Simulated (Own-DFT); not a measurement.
# Shaking the atoms of 3C SiC, 64 atoms (C32Si32)

All numbers below are calculated, not measured. They come from Own-DFT, an in-house plane-wave density functional program, since retired, whose code no person has reviewed. Each row is one single-point run on a periodic cell that was not relaxed, without spin or spin-orbit coupling.

Settings of every run: PBE; PseudoDojo norm-conserving scalar-relativistic files; cutoff 42 hartree; 4 x 4 x 4 k mesh centred on Gamma; Fermi-Dirac smearing of 0.1 eV.

Known limits, some of them of some rows only: some atoms lie very close together; forces on such cells passed a denser k mesh, each cell not checked; stress not checked against mesh or cutoff.

Cell vectors in Å: (8.719, 0.000, 0.000); (0.000, 8.719, 0.000); (0.000, 0.000, 8.719). In each run every atom was moved at random and independently from its ideal site; u is the rms move along one axis. E is the free energy for each atom above the fitted value at u = 0, and F the rms of the force components.

| run | u (Å) | E (meV/atom) | F (eV/Å) | largest force (eV/Å) | P (GPa) |
|---|---|---|---|---|---|
| 1 | 0.0292 | 32.0 | 0.842 | 2.48 | 3.81 |
| 2 | 0.0302 | ? | ? | ? | ? |
| 3 | 0.0526 | 106.8 | 1.598 | 5.14 | 5.61 |
| 4 | 0.0583 | 134.6 | 1.854 | 6.92 | 6.47 |
| 5 | 0.0616 | 145.8 | 1.884 | 6.86 | 6.42 |
| 6 | 0.0938 | 319.1 | 2.828 | 13.33 | 10.06 |
| 7 | 0.1004 | 390.2 | 3.460 | 16.14 | 12.07 |
| 8 | 0.1465 | 906.4 | 6.475 | 30.84 | 25.13 |

## Worked fit

For small independent moves the energy grows as E = (3/2) K u², with K the mean stiffness felt by one atom. The runs with u up to 0.11 Å give K = 25.5 ± 0.5 eV/Å², with residuals divided by u² + 0.0006 Å², since the noise grows with the moves. The scatter is 3.6 meV/atom at u = 0.05 Å. The forces follow F = G u with G = 31.1 eV/Å²; no force at u = 0 is resolved. G exceeds K because the moves of its neighbours add to the force on an atom, and stiffness differs between atoms. At u = 0.146 Å the parabola gives 819 meV/atom and the run 906. The pressure follows P = 3.28 + 835 u² GPa: at fixed volume, shortened bonds push harder than stretched ones pull.

## Withheld run

Question: what energy and rms force should run 2 give?

The fit gives 35 ± 2 meV/atom and about 0.94 eV/Å. The calculation gave 31.7 meV/atom and 0.844 eV/Å.
